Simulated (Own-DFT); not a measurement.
# Hybrid less PBE against volume: monoclinic HfO2, 94 atoms (Hf32O62), with two O vacancies

These are calculations. Each geometry was run twice at fixed positions with Own-DFT, a retired in-house plane-wave program that no person has reviewed: with PBE, and with HSE06 (exact exchange share 0.25 at short range, screening 0.11 per bohr, Gygi-Baldereschi treatment of its divergence). Both used PseudoDojo norm-conserving files made for PBE, a cutoff of 48 hartree, the Gamma point alone, fixed occupations, a neutral cell and no spin. The unstrained cell is 10.1 Å across at its thinnest, so Gamma alone is coarse and defects feel their images. The hafnium file keeps the 4f electrons in the core, and its forces lie about 75 meV/Å off all-electron values. The oxygen file's force components were 24 meV/Å off all-electron values in a glass.

Unstrained cell vectors in Å: (10.234, 0.000, 0.000); (0.000, 10.350, 0.000); (-1.695, 0.000, 10.445), volume V0 = 1106.4 Å³, from measured lattice constants. Each geometry has its own random strain of a few per cent, its own defect sites and random moves of rms u per axis. HSE06 gave the energy alone. D is its energy less that of PBE, over the lowest D shown. The PBE stress wasn't checked against mesh or cutoff.

| run | V - V0 (Å³) | u (Å) | P with PBE (GPa) | D (eV) |
|---|---|---|---|---|
| 1 | 15.4 | 0.0525 | 1.47 | 1.314 |
| 2 | 29.2 | 0.0307 | -1.59 | 1.402 |
| 3 | 10.2 | 0.0529 | 3.36 | 1.257 |
| 4 | 1.7 | 0.0544 | 6.17 | 0.874 |
| 5 | -7.7 | 0.0312 | 6.14 | 0.537 |
| 6 | -26.7 | 0.0270 | 10.20 | 0.000 |
| 7 | 7.8 | 0.0285 | 2.47 | 0.843 |
| 8 | 43.1 | 0.0490 | -3.14 | 1.990 |
| 9 | -10.5 | 0.0488 | 7.56 | 0.752 |
| 10 | 41.6 | 0.0292 | -3.68 | 1.746 |
| 11 | -27.3 | 0.0300 | 9.92 | 0.083 |
| 12 | -24.6 | 0.0473 | 11.26 | 0.227 |
| 13 | 8.0 | 0.0501 | 4.02 | ? |

## Analysis

D = 0.60 + 0.0247 (V - V0) + 125 u² eV, with an error of 0.0009 on the volume slope, 23 on the last term and a scatter of 0.07 eV. Pressure is -dE/dV, and 1 eV/Å³ is 160.2 GPa, so HSE06 changes the pressure by -4.0 ± 0.1 GPa. With the ions held to the strained lattice, the PBE pressure falls by 231 ± 7 GPa per unit of volume strain; the shape of the strain isn't fitted, so the true error is larger, and a relaxed crystal would be softer. On that slope HSE06's volume at a given pressure is about 1.7 % smaller, or 0.6 % in lengths. At u = 0 and V0 the PBE pressure is 4.0 GPa, which puts the zero-pressure volume, against the measured cell and with the defects in, at +1.7 % for PBE and +0.0 % for HSE06, each good to a few tenths of a per cent.

## The run left out

The question: what D should run 13 give?

The fitted form gives 1.11 eV, with rows scattering by 0.07. The hidden result is 1.096 eV.
